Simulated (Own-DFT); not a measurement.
# Biaxial strain at fixed height in diamond-structure SiGeSn with randomly placed atoms, 64 atoms (Ge52Si8Sn4)

No measurement is shown. These are fixed-geometry runs of a retired plane-wave code named Own-DFT, which no person has reviewed; spin and spin-orbit coupling are neglected.

Method: PBE; PseudoDojo norm-conserving scalar-relativistic files; cutoff 49 hartree; 3 x 3 x 3 k mesh centred on Gamma; Fermi-Dirac smearing of 0.1 eV.

Caveats: forces on such cells moved up to 12 meV/angstrom on a denser k mesh; stress not checked against mesh or cutoff.

Unstrained cell vectors in Å: (11.363, 0.000, 0.000); (0.000, 11.363, 0.000); (0.000, 0.000, 11.363). The unstrained cell has measured lattice constants (interpolated for alloys), not those of this functional. That, the random moves and any unrelaxed bonds set the pressure at no strain. Each run strains x and y alike by e, as a substrate would, and holds the height along z. Each coordinate of each atom was shifted by a normal deviate of width 0.05 Å. The random placing of the alloy's atoms differs from row to row. Stress is positive in tension.

```
e (%),u (Å),(s_xx + s_yy)/2 (GPa),s_zz (GPa)
-3.00,0.047,-10.75,-8.66
-1.75,0.056,-8.10,-6.81
-1.00,0.051,-6.45,-5.73
-0.50,0.048,-5.52,-5.17
0.50,0.050,-3.77,-4.01
1.25,0.053,-2.77,-3.48
2.00,0.054,-1.37,-2.44
2.25,0.052,-0.99,-2.24
2.50,0.052,?,?
3.00,0.049,0.15,-1.58
```

## Fit

With e as a fraction, the in-plane stress is -4.7 + 180 e - 703 e² GPa (errors 2 and 117, scatter 0.11), and s_zz is -4.6 + 117 e - 564 e² GPa (slope ± 2, scatter 0.12). At e = 0 the first slope is C11 + C12 and the second 2 C12, both with the ions held to the strained lattice and at the cell's own pressure. The term in e² is negative: the layer stiffens under compression and softens under tension. A free layer would change its height as e changes, and the in-plane slope would drop by 2 C12²/C11 to the biaxial modulus. At fixed height, a misfit of 1 % moves the in-plane stress by about 1.8 GPa and s_zz by 1.2 GPa.

## The run left out

Asked: what are the two stresses at e = 2.50 %?

Estimate: -0.6 and -2.0 GPa. The calculation gave -0.60 and -2.05 GPa.
